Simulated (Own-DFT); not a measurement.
# One host, several defects: C40 NbSi2

No measurement is shown. These are fixed-geometry runs of a retired plane-wave code named Own-DFT, which no person has reviewed; spin and spin-orbit coupling are neglected.

Common settings: PBE; PseudoDojo norm-conserving scalar-relativistic files; cutoff 42 hartree; 4 x 4 x 5 k mesh centred on Gamma; cold (Marzari-Vanderbilt) smearing of 0.2 eV.

Caveats: forces on such cells failed a check on a denser k mesh; stress not checked against mesh or cutoff.

All runs share one cell, with vectors in Å (0.000, 8.324, 0.000); (-9.613, 0.000, 0.000); (0.000, 0.000, 6.586) and a volume of 527.0 Å³. Atoms were moved at random from their sites; u is the rms move along one axis. The defect's site can differ from row to row.

| cell | formula | u (Å) | P (GPa) |
|---|---|---|---|
| no defect | Nb12Si24 | 0.0189 | 1.47 |
| no defect | Nb12Si24 | 0.0190 | 1.49 |
| no defect | Nb12Si24 | 0.0504 | 2.52 |
| two Nb vacancies | Nb10Si24 | 0.0304 | 0.18 |
| two Nb vacancies | Nb10Si24 | 0.0456 | 0.71 |
| two Nb vacancies | Nb10Si24 | 0.0558 | 1.26 |
| two Si on a Nb site each | Nb10Si26 | 0.0274 | 1.64 |
| two Si on a Nb site each | Nb10Si26 | 0.0476 | 2.39 |
| two Si on a Nb site each | Nb10Si26 | 0.0523 | 2.68 |
| one Si vacancy | Nb12Si23 | 0.0312 | 1.05 |
| one Si vacancy | Nb12Si23 | 0.0491 | 1.40 |
| one Si vacancy | Nb12Si23 | 0.0533 | 2.14 |
| two Nb on a Si site each | Nb14Si22 | 0.0284 | 7.48 |
| two Nb on a Si site each | Nb14Si22 | 0.0329 | 7.83 |
| two Nb on a Si site each | Nb14Si22 | 0.0512 | 8.52 |
| two Nb on a Si site each | Nb14Si22 | 0.0515 | ? |

## What the rows give

P = P0 + c u² + a shift for each defect gives P0 = 1.29 GPa, c = 501 ± 41 GPa/Å² and a scatter of 0.14 GPa. The shifts, and each times the cell's volume:

- two Nb on a Si site each: 5.90 ± 0.11 GPa, 19.4 eV (9.7 eV for each of its 2 sites)
- two Si on a Nb site each: -0.01 ± 0.12 GPa, 0.0 eV (0.0 eV for each of its 2 sites) (not resolved)
- one Si vacancy: -0.80 ± 0.12 GPa, -2.6 eV
- two Nb vacancies: -1.59 ± 0.12 GPa, -5.2 eV (-2.6 eV for each of its 2 sites)

Positive is outwards. The product with the volume (160.2 GPa Å³ to the eV) is nearly free of the cell's size; divided by the bulk modulus at the cell's pressure it gives the volume that the defect adds. The atoms around the defects weren't relaxed, which would change these numbers.

## Withheld run

The question: what pressure belongs in the blank (two Nb on a Si site each, u = 0.0515 Å)?

The fit gives 8.51 ± 0.17 GPa. The run itself gave 8.54 GPa.
